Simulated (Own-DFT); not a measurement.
# Biaxial strain at fixed height in diamond-structure GeSn with randomly placed atoms, 64 atoms (Ge56Sn8)

Calculated, not measured: single-point runs of Own-DFT, a retired in-house plane-wave DFT program that no person has reviewed, on unrelaxed cells, without spin or spin-orbit coupling.

Method: PBE; PseudoDojo norm-conserving scalar-relativistic files; cutoff 49 hartree; 3 x 3 x 3 k mesh centred on Gamma; Fermi-Dirac smearing of 0.1 eV.

Caveats: forces on such cells moved up to 12 meV/angstrom on a denser k mesh; stress not checked against mesh or cutoff.

Unstrained cell vectors in Å: (11.524, 0.000, 0.000); (0.000, 11.524, 0.000); (0.000, 0.000, 11.524). The unstrained cell has measured lattice constants (interpolated for alloys), not those of this functional. That, the random moves and any unrelaxed bonds set the pressure at no strain. Each run strains x and y alike by e, as a substrate would, and holds the height along z. Random moves of width 0.05 Å per axis were added to every atom. The random placing of the alloy's atoms differs from row to row. Stress is positive in tension.

```
e (%)  u (Å)  (s_xx + s_yy)/2 (GPa)  s_zz (GPa)
-3.00  0.049                 -11.11       -9.28
-2.50  0.049                 -10.06       -8.48
-2.25  0.054                      ?           ?
-2.00  0.053                  -8.98       -8.09
-0.25  0.050                  -5.80       -5.49
 0.25  0.052                  -4.69       -4.82
 1.00  0.049                  -3.51       -3.98
 1.25  0.051                  -3.23       -3.92
 2.00  0.049                  -1.89       -2.91
 3.00  0.052                  -0.74       -2.28
```

## Fit

With e as a fraction, the in-plane stress is -5.2 + 174 e - 765 e² GPa (errors 2 and 103, scatter 0.10), and s_zz is -5.2 + 119 e - 659 e² GPa (slope ± 3, scatter 0.15). At e = 0 the first slope is C11 + C12 and the second 2 C12, both with the ions held to the strained lattice and at the cell's own pressure. The term in e² is negative: the layer stiffens under compression and softens under tension. A free layer would change its height as e changes, and the in-plane slope would drop by 2 C12²/C11 to the biaxial modulus. At fixed height, a misfit of 1 % moves the in-plane stress by about 1.7 GPa and s_zz by 1.2 GPa.

## The run left out

Asked: what are the two stresses at e = -2.25 %?

From the fit: -9.5 and -8.2 GPa. Computed: -9.84 and -8.49 GPa. That is outside the usual scatter, by luck or through something left out of the fit.
